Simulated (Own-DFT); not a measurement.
# How strain changes the stress of C40 NbSi2, 36 atoms (Nb12Si24)

All numbers below are calculated, not measured. The program, named Own-DFT, is a retired in-house plane-wave density functional code that no person has reviewed. Each row is one single-point run on a periodic cell that was not relaxed, without spin or spin-orbit coupling.

Settings of every run: PBE; PseudoDojo norm-conserving scalar-relativistic files; cutoff 42 hartree; 4 x 4 x 5 k mesh centred on Gamma; cold (Marzari-Vanderbilt) smearing of 0.2 eV.

Known limits: forces on such cells failed a check on a denser k mesh; stress not checked against mesh or cutoff.

Unstrained cell vectors in Å: (0.000, 8.324, 0.000); (-9.613, 0.000, 0.000); (0.000, 0.000, 6.586). The unstrained cell was taken from the Materials Project. The random moves and any unrelaxed bonds add to the pressure at no strain. Each run strains this cell uniformly, with the atoms carried along. Every atom was also moved at random, by a Gaussian of width 0.05 Å on each axis. Strain is the symmetric tensor, in per cent. Stress is positive in tension, and the pressure is minus a third of its trace.

```
run  e_xx (%)  e_yy (%)  e_zz (%)  e_yz (%)  e_xz (%)  e_xy (%)  s_xx (GPa)  s_yy (GPa)  s_zz (GPa)  s_yz (GPa)  s_xz (GPa)  s_xy (GPa)  P (GPa)  E (meV/atom)
  1      0.08      1.83     -0.73     -1.46      0.69      1.46       -1.62        3.74       -5.74       -4.39        1.91        4.15     1.20          11.7
  2      1.90      1.92      1.31      1.15      1.05     -1.29        5.46        6.23        4.08        2.60        3.12       -3.12    -5.26          22.3
  3      1.35      0.87      0.43      1.01     -1.61      0.77        3.11        1.76        0.49        2.90       -5.06        2.25    -1.79           1.6
  4      1.13      0.34      1.75      1.57      0.17     -1.23        3.17        1.42        5.14        4.00        0.12       -3.09    -3.24           0.0
  5      1.11     -1.22      1.95     -0.93     -1.26     -0.29        2.81       -5.21        4.53       -3.10       -3.10       -1.11    -0.71          12.8
  6     -0.86     -1.86      1.79     -1.23      0.78     -0.94       -5.55       -8.32        2.66       -4.06        2.19       -2.64     3.74           6.9
  7     -1.79     -1.12     -1.11     -1.61     -1.13     -1.22      -11.90       -9.25      -12.57       -5.90       -4.65       -4.48    11.24          45.8
  8     -1.28      1.78      1.81      0.31      0.63     -1.23       -4.69        4.02        4.44        1.28        1.12       -3.02    -1.26          15.6
  9      0.73     -0.89      0.31     -1.94     -1.08     -0.33        0.29       -5.16       -2.59       -6.06       -3.11       -1.06     2.49           9.8
 10      1.17     -1.80      1.68     -1.84      0.74      1.89        1.58       -7.31        2.48       -5.35        2.52        5.69     1.08          26.2
 11      0.52      1.33      1.97      1.73      0.82     -1.42        1.98        3.68        5.28        4.85        2.40       -3.86    -3.65          16.3
 12     -0.94      1.05     -1.51      1.40     -1.61     -0.73       -6.49       -0.15      -12.00        4.46       -5.66       -2.42     6.21          29.2
 13      0.02     -1.83      0.28     -1.10     -1.66      0.69       -3.61       -9.47       -4.20       -3.41       -4.46        2.42     5.76          25.6
 14      1.19      0.24      0.61      0.32      0.29      1.22        2.73       -0.01       -0.20        1.08        0.15        3.35    -0.84           0.3
 15      1.84     -0.56     -0.34     -0.58      1.83     -1.61        3.19       -2.87       -4.45       -2.16        6.32       -4.41     1.38          12.9
 16      0.75     -1.27     -1.64     -0.30      0.18     -1.24           ?           ?           ?           ?           ?           ?        ?             ?
```

E is the free energy for each atom above the lowest run shown.

## Worked fit

Each stress component was fitted by least squares to a constant and the strains of the runs shown, as fractions, with shears doubled. Shear strains stay in the fit of a normal stress only where such slopes are resolved. The slopes, in GPa:

| stress | at no strain | per e_xx | per e_yy | per e_zz | scatter |
|---|---|---|---|---|---|
| s_xx | -2.8 | 367 ± 14 | 63 ± 11 | 88 ± 13 | 0.56 |
| s_yy | -2.6 | 80 ± 11 | 364 ± 9 | 63 ± 11 | 0.45 |
| s_zz | -4.4 | 91 ± 16 | 70 ± 13 | 461 ± 16 | 0.68 |

Each shear stress against twice its own strain: yz 154 ± 7, xz 148 ± 7, xy 145 ± 5 GPa. These are stiffnesses along x, y and z of the frame in which the cell vectors are given, which need not be the crystal's axes. The atoms are held to the strained lattice; where symmetry lets them move under strain, relaxing them would lower some slopes. The table should be nearly symmetric about its diagonal, and what it lacks of that shows the noise. A ninth of its sum, 183 ± 6 GPa, estimates the bulk modulus near the mean pressure of these runs, 1.1 GPa.

## Withheld run

Question: what normal stresses and pressure should run 16 give?

The fit gives s_xx = -2.2, s_yy = -7.6, s_zz = -12.1 and P = 7.3 GPa. The calculation gave -2.52, -7.77, -12.03 and P = 7.44 GPa.
